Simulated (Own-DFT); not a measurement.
Simulation results for AlGa3N4 (wurtzite random alloy, strained, atoms displaced)

All values are calculated (Own-DFT development build). A calculation, not a measurement: plane-wave density functional theory by an unreviewed code, no spin, of a simulated periodic cell, stress positive in tension, run twice, with PBE and with PBEsol, both on files made for PBE, so the change isn't that of files made for PBEsol, forces on such cells passed a denser k mesh, this cell's mesh not checked; the far tail of each file's local potential was reset to the Coulomb form; each entry is a single point on an unrelaxed cell, so the pressure reflects the starting lattice, mostly measured values (interpolated for alloys), from which strain is counted, and rises with the displacements; printed positions are rounded, which can move forces by about a meV/angstrom; the program, named Own-DFT, is a retired in-house code; no spin-orbit coupling; stress was not checked against mesh or cutoff.

```json
{"formula": "AlGa3N4", "kind": "wurtzite random alloy, strained, atoms displaced", "structure": {"cell_angstrom": [[9.6994, 0.0, 0.0], [-4.8497, 8.4, 0.0], [0.0, 0.0, 10.2685]], "atoms_fractional": [["Ga", 0.11552, 0.2209, 0.00468], ["Al", 0.22013, 0.09945, 0.2537], ["N", 0.12814, 0.23238, 0.19041], ["N", 0.22551, 0.10949, 0.44837], ["Ga", 0.11557, 0.21502, 0.49549], ["Al", 0.22136, 0.12008, 0.74697], ["N", 0.12018, 0.2328, 0.6957], ["N", 0.21938, 0.11362, 0.93526], ["Ga", 0.10291, 0.55073, 0.00219], ["Ga", 0.21917, 0.45502, 0.25506], ["N", 0.11671, 0.55321, 0.18376], ["N", 0.23554, 0.45432, 0.44378], ["Ga", 0.11152, 0.56375, 0.50279], ["Ga", 0.22146, 0.44824, 0.74725], ["N", 0.11253, 0.56362, 0.68627], ["N", 0.21924, 0.43825, 0.94191], ["Ga", 0.1027, 0.89095, 0.00602], ["Ga", 0.2235, 0.77236, 0.25647], ["N", 0.10734, 0.88712, 0.18818], ["N", 0.21631, 0.77188, 0.44045], ["Al", 0.11541, 0.88158, 0.50063], ["Ga", 0.23274, 0.77985, 0.74889], ["N", 0.11015, 0.8807, 0.67984], ["N", 0.22625, 0.77107, 0.94127], ["Ga", 0.43747, 0.22145, 0.00804], ["Ga", 0.55, 0.1117, 0.24317], ["N", 0.44778, 0.2219, 0.19415], ["N", 0.5454, 0.10746, 0.43184], ["Al", 0.44834, 0.22402, 0.50035], ["Ga", 0.56466, 0.11587, 0.75427], ["N", 0.44014, 0.22637, 0.68957], ["N", 0.55318, 0.11213, 0.93918], ["Ga", 0.44639, 0.55055, 0.99519], ["Ga", 0.55476, 0.44676, 0.26396], ["N", 0.44949, 0.55789, 0.19702], ["N", 0.55847, 0.45976, 0.42805], ["Al", 0.44328, 0.55345, 0.50282], ["Ga", 0.55535, 0.43946, 0.74369], ["N", 0.44538, 0.55714, 0.68932], ["N", 0.55982, 0.44062, 0.93559], ["Ga", 0.44588, 0.88442, 0.00781], ["Al", 0.54851, 0.78226, 0.25748], ["N", 0.44508, 0.88149, 0.18901], ["N", 0.55173, 0.77292, 0.44243], ["Al", 0.44772, 0.8931, 0.50024], ["Ga", 0.55024, 0.77113, 0.74614], ["N", 0.45778, 0.89318, 0.68897], ["N", 0.5617, 0.77711, 0.93772], ["Ga", 0.77675, 0.22795, 0.00317], ["Ga", 0.88634, 0.1085, 0.24451], ["N", 0.77514, 0.22043, 0.18617], ["N", 0.8889, 0.10376, 0.44581], ["Al", 0.78935, 0.23526, 0.4979], ["Ga", 0.88646, 0.10854, 0.7476], ["N", 0.77, 0.22656, 0.69169], ["N", 0.89295, 0.11236, 0.9469], ["Ga", 0.78242, 0.55977, 0.00291], ["Al", 0.88094, 0.42896, 0.24837], ["N", 0.77045, 0.54513, 0.19119], ["N", 0.88173, 0.44831, 0.43878], ["Ga", 0.77714, 0.56504, 0.50456], ["Ga", 0.89398, 0.43707, 0.7534], ["N", 0.77556, 0.55046, 0.69301], ["N", 0.89582, 0.44799, 0.93644], ["Ga", 0.7798, 0.89552, 0.00356], ["Ga", 0.88859, 0.76845, 0.25357], ["N", 0.78102, 0.88643, 0.19186], ["N", 0.8754, 0.76507, 0.43797], ["Ga", 0.77192, 0.8904, 0.49594], ["Ga", 0.88905, 0.77521, 0.74399], ["N", 0.78439, 0.89411, 0.69567], ["N", 0.88043, 0.78251, 0.94628]]}, "settings": {"functional": "PBE, then PBEsol", "potential_files": "PseudoDojo norm-conserving, scalar-relativistic, standard set", "wave_cutoff [hartree]": 42.0, "occupations": "Fermi-Dirac", "smearing_width [eV]": 0.1, "k_mesh": "4 x 4 x 3 centred on Gamma"}, "results": {"PBE_pressure [GPa]": 0.17, "PBE_stress_xx [GPa]": 3.66, "PBE_stress_yy [GPa]": 1.78, "PBE_stress_zz [GPa]": -5.94, "PBE_stress_yz [GPa]": 0.06, "PBE_stress_xz [GPa]": -0.39, "PBE_stress_xy [GPa]": 0.32, "PBEsol_pressure [GPa]": -4.42, "PBEsol_stress_xx [GPa]": 8.17, "PBEsol_stress_yy [GPa]": 6.37, "PBEsol_stress_zz [GPa]": -1.28, "PBEsol_stress_yz [GPa]": 0.06, "PBEsol_stress_xz [GPa]": -0.37, "PBEsol_stress_xy [GPa]": 0.35, "force_element": ["Ga", "Al", "N", "N", "Ga", "Al", "N", "N", "Ga", "Ga", "N", "N", "Ga", "Ga", "N", "N", "Ga", "Ga", "N", "N", "Al", "Ga", "N", "N", "Ga", "Ga", "N", "N", "Al", "Ga", "N", "N", "Ga", "Ga", "N", "N", "Al", "Ga", "N", "N", "Ga", "Al", "N", "N", "Al", "Ga", "N", "N", "Ga", "Ga", "N", "N", "Al", "Ga", "N", "N", "Ga", "Al", "N", "N", "Ga", "Ga", "N", "N", "Ga", "Ga", "N", "N", "Ga", "Ga", "N", "N"], "PBE_force_x [eV/angstrom]": [-0.695, -0.34, -0.402, 1.185, -1.018, 0.78, -0.624, 0.766, 2.013, 2.814, -2.805, -1.459, 0.379, 0.216, 0.361, -0.089, 0.914, -0.529, 0.959, 0.867, -1.563, -0.713, 0.049, -1.021, 0.51, 0.993, -1.971, 1.042, -0.307, -1.998, 0.324, 0.173, -0.151, -0.229, -0.831, -0.111, 0.35, -0.331, 0.179, -0.255, 0.089, 2.355, -0.583, -1.315, 0.202, 1.248, -1.311, -0.832, 0.469, 1.199, 0.17, -1.103, -0.713, 0.369, 2.279, -0.868, -0.791, -0.39, 1.636, 1.282, 0.029, -0.883, 0.457, -1.199, -0.629, -0.918, -1.267, 1.399, 0.772, 0.103, -0.518, 1.833], "PBE_force_y [eV/angstrom]": [0.504, 1.654, -1.513, -1.26, 1.368, -1.06, -1.573, -0.826, 0.651, -1.125, 0.136, -0.98, -1.937, 0.364, -0.898, 0.863, -0.286, 0.069, 0.308, 1.98, 0.581, 0.599, 1.425, 0.8, 0.331, -0.739, -0.399, 0.475, 0.255, -0.803, -1.452, -0.203, 0.393, -0.153, 0.976, -1.648, 0.721, 0.775, -0.637, 0.0, -0.151, -1.474, 0.722, 0.53, -0.243, 0.949, 0.279, -0.064, -0.716, 0.085, 0.133, 2.372, -1.38, 1.003, -0.164, 0.737, -0.328, 2.085, -0.063, -0.935, -2.063, 1.505, 0.311, -0.513, -0.55, -0.126, -0.191, 3.163, -1.089, 0.18, -1.061, -0.679], "PBE_force_z [eV/angstrom]": [-0.52, 0.065, 1.553, -1.523, 0.915, 0.209, -1.224, -0.237, -1.034, -0.234, 1.803, 0.243, -0.497, 0.881, 0.759, -0.566, -2.019, -1.677, 1.869, 0.351, -0.383, 0.753, 1.175, -0.044, -1.389, 0.559, 0.271, 1.657, -0.114, -0.09, -1.18, 1.213, 1.051, -5.993, -0.709, 7.407, -0.332, 1.253, -0.982, 0.453, -2.233, -0.781, 1.58, -0.037, 0.047, 1.026, -1.182, 0.231, -1.528, 0.4, 1.372, -0.858, 0.336, 1.012, -1.922, -0.786, -0.485, 0.288, 0.209, -0.679, 0.141, -0.712, -0.284, 0.877, -0.159, -0.79, 0.975, 0.573, 1.006, 1.179, -1.384, -1.12], "PBEsol_force_x [eV/angstrom]": [-0.682, -0.34, -0.507, 1.029, -0.994, 0.781, -0.749, 0.737, 1.981, 2.757, -2.639, -1.586, 0.368, 0.215, 0.365, -0.081, 0.873, -0.512, 0.922, 0.893, -1.592, -0.707, 0.044, -0.985, 0.515, 0.962, -1.812, 1.046, -0.298, -1.928, 0.431, 0.182, -0.147, -0.214, -0.808, 0.013, 0.376, -0.311, 0.169, -0.267, 0.076, 2.371, -0.731, -1.169, 0.196, 1.216, -1.279, -0.818, 0.463, 1.171, 0.165, -0.976, -0.706, 0.363, 2.221, -0.846, -0.793, -0.369, 1.492, 1.244, 0.034, -0.877, 0.425, -1.16, -0.594, -0.916, -1.15, 1.288, 0.762, 0.093, -0.506, 1.802], "PBEsol_force_y [eV/angstrom]": [0.503, 1.651, -1.414, -1.164, 1.322, -1.087, -1.443, -0.796, 0.641, -1.102, 0.181, -1.038, -1.868, 0.338, -0.88, 0.84, -0.282, 0.05, 0.147, 1.78, 0.563, 0.558, 1.29, 0.772, 0.333, -0.71, -0.348, 0.48, 0.294, -0.777, -1.319, -0.19, 0.384, -0.124, 0.825, -1.587, 0.735, 0.751, -0.61, 0.005, -0.156, -1.457, 0.795, 0.592, -0.259, 0.933, 0.256, -0.064, -0.712, 0.061, -0.038, 2.243, -1.391, 0.967, -0.158, 0.706, -0.321, 2.103, 0.015, -0.755, -1.999, 1.47, 0.319, -0.504, -0.544, -0.127, -0.116, 3.025, -1.065, 0.173, -1.034, -0.66], "PBEsol_force_z [eV/angstrom]": [-0.502, 0.063, 1.453, -1.445, 0.905, 0.203, -1.25, -0.059, -1.001, -0.244, 1.731, 0.149, -0.471, 0.872, 0.734, -0.564, -1.944, -1.642, 1.761, 0.24, -0.423, 0.75, 1.294, -0.053, -1.356, 0.554, 0.207, 1.476, -0.132, -0.058, -1.065, 1.18, 1.027, -5.852, -0.726, 7.136, -0.325, 1.255, -0.813, 0.444, -2.172, -0.78, 1.457, 0.03, 0.029, 1.026, -1.011, 0.224, -1.478, 0.382, 1.261, -0.878, 0.333, 1.008, -1.739, -0.771, -0.462, 0.279, 0.158, -0.58, 0.116, -0.678, -0.303, 0.857, -0.153, -0.767, 0.898, 0.521, 0.979, 1.156, -1.365, -1.086], "rms_change_of_force_components_from_PBE_to_PBEsol [eV/angstrom]": 0.069}}
```
